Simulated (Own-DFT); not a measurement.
# Biaxial strain at fixed height in wurtzite AlGaN with randomly placed atoms, 72 atoms (Al27Ga9N36)

Calculated, not measured: single-point runs of Own-DFT, a retired in-house plane-wave DFT program that no person has reviewed, on unrelaxed cells, without spin or spin-orbit coupling.

Method: PBE; PseudoDojo norm-conserving scalar-relativistic files; cutoff 42 hartree; 4 x 4 x 3 k mesh centred on Gamma; Fermi-Dirac smearing of 0.1 eV.

Keep in mind: forces on such cells passed a denser k mesh, each cell not checked; stress not checked against mesh or cutoff.

Unstrained cell vectors in Å: (9.394, 0.000, 0.000); (-4.697, 8.135, 0.000); (0.000, 0.000, 10.066). The unstrained cell has measured lattice constants (interpolated for alloys), not those of this functional. That, the random moves and any unrelaxed bonds set the pressure at no strain. Each run strains x and y alike by e, as a substrate would, and holds the height along z. All atoms carry random offsets, Gaussian with a width of 0.05 Å per axis. The random placing of the alloy's atoms differs from row to row. Stress is positive in tension.

```
e (%),u (Å),(s_xx + s_yy)/2 (GPa),s_zz (GPa)
-3.00,0.045,-25.94,-12.21
-2.75,0.047,-25.51,-10.26
-2.50,0.049,-22.83,-10.86
-2.25,0.053,-20.57,-13.14
-1.25,0.051,?,?
0.50,0.049,-3.04,-6.61
0.75,0.050,-2.39,-5.25
1.75,0.053,3.11,-5.80
2.00,0.054,3.86,-4.37
3.00,0.052,7.98,-1.96
```

## Fit

With e as a fraction, the in-plane stress is -6.1 + 576 e - 3496 e² GPa (errors 8 and 585, scatter 0.51), and s_zz is -7.4 + 159 e GPa (slope ± 18, scatter 1.19). At e = 0 the first slope is C11 + C12 and the second 2 C13, both with the ions held to the strained lattice and at the cell's own pressure. The term in e² is negative: the layer stiffens under compression and softens under tension. A free layer would change its height as e changes, and the in-plane slope would drop by 2 C13²/C33 to the biaxial modulus. At fixed height, a misfit of 1 % moves the in-plane stress by about 5.8 GPa and s_zz by 1.6 GPa.

## Withheld run

Q: what are the two stresses at e = -1.25 %?

The fit gives -13.9 and -9.4 GPa. The run itself gave -13.56 and -9.00 GPa.
